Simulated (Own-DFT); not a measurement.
# A surface energy from a slab and the bulk: wurtzite GaN, m plane (10-10)

Source: density functional calculations with Own-DFT, an unreviewed in-house program that is no longer used. Nothing was measured or relaxed, and spin and spin-orbit coupling are left out.

Caveats (not all hold for every row): some atoms lie very close together; forces not confirmed at this smearing and k mesh; k mesh not checked against a denser one.

Both sets of runs: PBE; PseudoDojo norm-conserving scalar-relativistic files (stringent for Ga); cutoff 96 hartree; Gaussian smearing of 0.01 eV. The slab has 64 atoms in 16 layers, two equal faces of 33.07 Å² as cut, 15 Å of vacuum, a dipole correction along the normal and a 6 x 6 x 1 mesh. The bulk cell has 72 atoms, the same measured lattice constants and a 4 x 4 x 3 mesh. In the slab only the 16 atoms nearest the faces were moved at random; u is their rms move along one axis. Energies are counted from -3520.29 eV for each atom.

```
slab run   u (Å)  E (eV, cell)
       1  0.0467         9.057
       2  0.0473         8.565
       3  0.0477         9.372
       4  0.0498         8.927
       5  0.0602         9.182
       6  0.0745         9.867
       7  0.0859        10.454
       8  0.0901        11.395
       9  0.0997        11.866
      10  0.1001        12.199
      11  0.1033        12.380
      12  0.1187        13.029
```

```
bulk run   u (Å)  E (meV/atom)
       1  0.0188          0.52
       2  0.0200          1.84
       3  0.0201          2.10
       4  0.0462         51.57
       5  0.0510         69.75
       6  0.0958        281.15
       7  0.0970        280.95
       8  0.0975        239.24
       9  0.0995        280.57
      10  0.1042        375.96
```

Asked: what is the energy of the unrelaxed surface?

## Working it out

Take each set to u = 0 with E = a + b u². Rows are weighted down as u grows, with residuals divided by u² + 0.0006 Å². Slab: a = 8.11 ± 0.17 eV. Bulk: a = -10.5 ± 1.4 meV/atom. The excess is 8.11 - 64 x (-0.0105) = 8.78 ± 0.19 eV. Over two faces that is 133 meV/Å², or 2.13 ± 0.05 J/m². Relaxing the faces would lower the energy, and the unlike meshes and the reach from the smallest u down to zero add errors that aren't counted here.
